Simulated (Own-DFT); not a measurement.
# Reading a pressure off an energy slope: alpha-quartz SiO2, 70 atoms (O46Si24), with two O vacancies

Calculated, not measured. Each geometry was run twice at fixed positions with Own-DFT, a retired in-house plane-wave program that no person has reviewed: with PBE, and with HSE06 (exact exchange share 0.25 at short range, screening 0.11 per bohr, Gygi-Baldereschi treatment of its divergence). Both used PseudoDojo norm-conserving files made for PBE, a cutoff of 48 hartree, the Gamma point alone, fixed occupations, a neutral cell and no spin. One k point on a cell 8.5 Å thick isn't converged, and results move with the size of the cell. The oxygen file's force components were 24 meV/Å off all-electron values in a glass.

Unstrained cell vectors in Å: (9.827, 0.000, 0.000); (-4.913, 8.510, 0.000); (0.000, 0.000, 10.810), volume V0 = 904.1 Å³, from measured lattice constants. Each geometry has its own random strain of a few per cent, its own defect sites and random moves of rms u per axis. HSE06 gave the energy alone. D is its energy less that of PBE, over the lowest D shown. The PBE stress wasn't checked against mesh or cutoff.

```
run  V - V0 (Å³)   u (Å)  P with PBE (GPa)  D (eV)
  1        -16.9  0.0289             11.87   0.015
  2         11.6  0.0297              4.67   0.905
  3          5.4  0.0282              5.48   0.763
  4        -10.9  0.0310             10.60   0.270
  5        -11.4  0.0291             10.25   0.200
  6         12.6  0.0313              4.93   0.972
  7        -14.4  0.0292             10.68   0.194
  8         33.3  0.0311              1.13   1.364
  9         27.8  0.0287              1.40   1.333
 10        -17.7  0.0290             12.43   0.000
 11         -4.8  0.0319              8.77   0.400
 12         10.7  0.0319              6.54   0.721
 13          9.9  0.0311              5.78   0.875
 14         11.9  0.0269              4.90       ?
```

## Fit

D = 0.54 + 0.0276 (V - V0) eV, with an error of 0.0012 on the volume slope and a scatter of 0.07 eV. Pressure is -dE/dV, and 1 eV/Å³ is 160.2 GPa, so HSE06 changes the pressure by -4.4 ± 0.2 GPa. Turning this into a change of volume would need the relaxed stiffness: quartz yields by tilting its tetrahedra, which these fixed-ion runs don't allow.

## The run left out

Asked: what D should run 14 give?

Estimate: 0.87 eV, with rows scattering by 0.07. The run itself gave 0.893 eV.
